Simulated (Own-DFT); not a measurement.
# How strain changes the stress of wurtzite GaN, 96 atoms (Ga48N48)

Calculated results; nothing here was measured. The program, named Own-DFT, is a retired in-house plane-wave density functional code that no person has reviewed. Each row is one single-point run on a periodic cell that was not relaxed, without spin or spin-orbit coupling.

Settings of every run: PBE; PseudoDojo norm-conserving scalar-relativistic files (stringent for Ga); cutoff 96 hartree; 3 x 4 x 3 k mesh centred on Gamma; Gaussian smearing of 0.01 eV.

Known limits: forces on such cells passed a denser k mesh, each cell not checked; stress not checked against mesh or cutoff.

Unstrained cell vectors in Å: (12.756, 0.000, 0.000); (-4.783, 8.285, 0.000); (0.000, 0.000, 10.370). The unstrained cell has measured lattice constants (interpolated for alloys), not those of this functional. That, the random moves and any unrelaxed bonds set the pressure at no strain. Each run strains this cell uniformly, with the atoms carried along. Every atom was also moved at random, by a Gaussian of width 0.05 Å on each axis. Strain is the symmetric tensor, in per cent. Stress is positive in tension, and the pressure is minus a third of its trace.

```
run,e_xx (%),e_yy (%),e_zz (%),e_yz (%),e_xz (%),e_xy (%),s_xx (GPa),s_yy (GPa),s_zz (GPa),s_yz (GPa),s_xz (GPa),s_xy (GPa),P (GPa),E (meV/atom)
1,1.12,1.38,1.77,1.56,-0.65,1.43,0.46,-0.12,0.80,3.16,-1.38,3.72,-0.38,8.0
2,1.62,-0.38,-1.82,-1.08,0.05,-1.74,-1.75,-9.20,-14.26,-2.17,-0.09,-4.98,8.40,22.5
3,0.81,-1.77,-1.95,-0.99,1.83,0.64,-7.34,-13.52,-19.49,-2.15,3.77,2.42,13.45,37.6
4,-0.14,-1.64,0.11,0.15,0.33,-1.17,-9.36,-14.79,-7.96,0.30,1.01,-2.61,10.70,23.2
5,-1.61,-0.66,-1.46,0.51,-1.99,-1.54,-16.12,-14.33,-16.11,2.13,-3.47,-5.61,15.52,51.1
6,-1.83,1.91,1.87,-0.15,0.83,-0.28,-11.78,0.25,0.28,-0.08,1.59,-0.15,3.75,9.0
7,0.93,-0.38,0.42,-0.90,1.60,1.65,-2.64,-6.73,-6.60,-2.13,3.81,4.44,5.32,9.2
8,-1.54,-1.55,1.80,1.37,0.75,1.54,-14.82,-13.70,-2.90,2.22,1.87,4.96,10.48,39.9
9,1.87,-1.86,0.34,0.73,-1.34,1.04,-0.66,-11.39,-6.42,1.14,-3.51,3.71,6.16,2.1
10,-1.30,-0.99,-0.09,1.28,-0.71,0.53,-15.27,-12.77,-8.50,2.37,-2.22,3.08,12.18,25.3
11,0.38,1.54,1.87,-1.31,1.61,0.56,-1.97,-1.05,2.22,-3.11,2.91,1.81,0.27,4.9
12,-0.52,1.38,0.25,0.27,0.24,0.11,-7.82,-1.97,-5.02,0.28,0.65,1.46,4.94,0.0
13,1.08,0.68,-0.18,-0.53,-1.82,0.25,-1.29,-3.63,-7.69,-1.08,-3.02,0.28,4.20,16.5
14,0.05,-0.50,0.90,-1.18,-0.75,-0.95,-5.80,-8.69,-4.00,-2.54,-1.04,-2.68,6.17,4.5
15,1.17,-0.05,-1.70,0.27,0.45,1.99,-3.39,-6.51,-15.53,0.43,1.88,4.84,8.48,18.8
16,-0.86,-1.69,0.19,-0.81,-1.94,-1.30,-13.38,-16.20,-8.06,-2.44,-4.64,-4.41,12.55,40.6
17,0.20,0.09,-0.40,-1.26,0.25,0.34,?,?,?,?,?,?,?,?
```

E is the free energy for each atom above the lowest run shown.

## Worked fit

Each stress component was fitted by least squares to a constant and the strains of the runs shown, as fractions, with shears doubled. Shear strains stay in the fit of a normal stress only where such slopes are resolved. The slopes, in GPa:

| stress | at no strain | per e_xx | per e_yy | per e_zz | scatter |
|---|---|---|---|---|---|
| s_xx | -7.2 | 461 ± 11 | 121 ± 11 | 82 ± 11 | 0.48 |
| s_yy | -7.5 | 128 ± 23 | 389 ± 23 | 70 ± 23 | 1.03 |
| s_zz | -7.9 | 49 ± 23 | 77 ± 22 | 444 ± 23 | 1.02 |

Each shear stress against twice its own strain: yz 111 ± 7, xz 101 ± 8, xy 131 ± 13 GPa. These are stiffnesses along x, y and z of the frame in which the cell vectors are given, which need not be the crystal's axes. The atoms are held to the strained lattice; where symmetry lets them move under strain, relaxing them would lower some slopes. The table should be nearly symmetric about its diagonal, and what it lacks of that shows the noise. A ninth of its sum, 202 ± 4 GPa, estimates the bulk modulus near the mean pressure of these runs, 7.6 GPa, so it lies above the value at zero pressure.

## Withheld run

Question: what normal stresses and pressure should run 17 give?

The fit gives s_xx = -6.5, s_yy = -7.2, s_zz = -9.5 and P = 7.7 GPa. The calculation gave -6.02, -7.51, -8.21 and P = 7.25 GPa.
